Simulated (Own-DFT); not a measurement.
# Strain and stress in wurtzite GaN, 72 atoms (Ga36N36)

Calculated results; nothing here was measured. The program, named Own-DFT, is a retired in-house plane-wave density functional code that no person has reviewed. Each row is one single-point run on a periodic cell that was not relaxed, without spin or spin-orbit coupling.

Settings of every run: PBE; PseudoDojo norm-conserving scalar-relativistic files (stringent for Ga); cutoff 96 hartree; 4 x 4 x 3 k mesh centred on Gamma; Gaussian smearing of 0.01 eV.

Known limits: forces not confirmed at this smearing and k mesh; stress not checked against mesh or cutoff.

Unstrained cell vectors in Å: (9.567, 0.000, 0.000); (-4.783, 8.285, 0.000); (0.000, 0.000, 10.370). The unstrained cell has measured lattice constants (interpolated for alloys), not those of this functional. That, the random moves and any unrelaxed bonds set the pressure at no strain. Each run strains this cell uniformly, with the atoms carried along. Every atom was also moved at random, by a Gaussian of width 0.05 Å on each axis. Strain is the symmetric tensor, in per cent. Stress is positive in tension, and the pressure is minus a third of its trace.

| run | e_xx (%) | e_yy (%) | e_zz (%) | s_xx (GPa) | s_yy (GPa) | s_zz (GPa) | P (GPa) | E (meV/atom) |
|---|---|---|---|---|---|---|---|---|
| 1 | -1.25 | -1.25 | 0.00 | -15.03 | -12.58 | -8.27 | 11.96 | 26.3 |
| 2 | 2.00 | 2.00 | 0.00 | 3.11 | 3.53 | -5.39 | -0.41 | 0.0 |
| 3 | -3.00 | -3.00 | 0.00 | -26.28 | -22.88 | -12.76 | 20.64 | 65.9 |
| 4 | -0.50 | -0.50 | 0.00 | -10.19 | -9.49 | -6.20 | 8.63 | 5.3 |
| 5 | 0.75 | 0.75 | 0.00 | -2.26 | -4.12 | -6.02 | 4.13 | 5.4 |
| 6 | 0.25 | 0.25 | 0.00 | -6.18 | -4.38 | -8.17 | 6.24 | 14.6 |
| 7 | -0.75 | -0.75 | 0.00 | -10.13 | -8.89 | -10.83 | 9.95 | 28.7 |
| 8 | -1.75 | -1.75 | 0.00 | -15.46 | -18.96 | -9.22 | 14.55 | 37.4 |
| 9 | 1.00 | 1.00 | 0.00 | ? | ? | ? | ? | ? |

E is the free energy for each atom above the lowest run shown.

## Worked fit

The change of volume is close to e_xx + e_yy + e_zz. A straight line through the runs shown gives P = 7.29 - 209 x (fractional change of volume) GPa, with an error of 8 on the slope and a scatter of 0.66 GPa. The strain isn't the same on all axes and the cell isn't cubic, so the slope belongs to this path and is not the bulk modulus.

## Withheld run

Question: what pressure should run 9 give? Its volume changes by 2.01 %.

The line gives 3.1 GPa. The calculation gave 3.22 GPa.
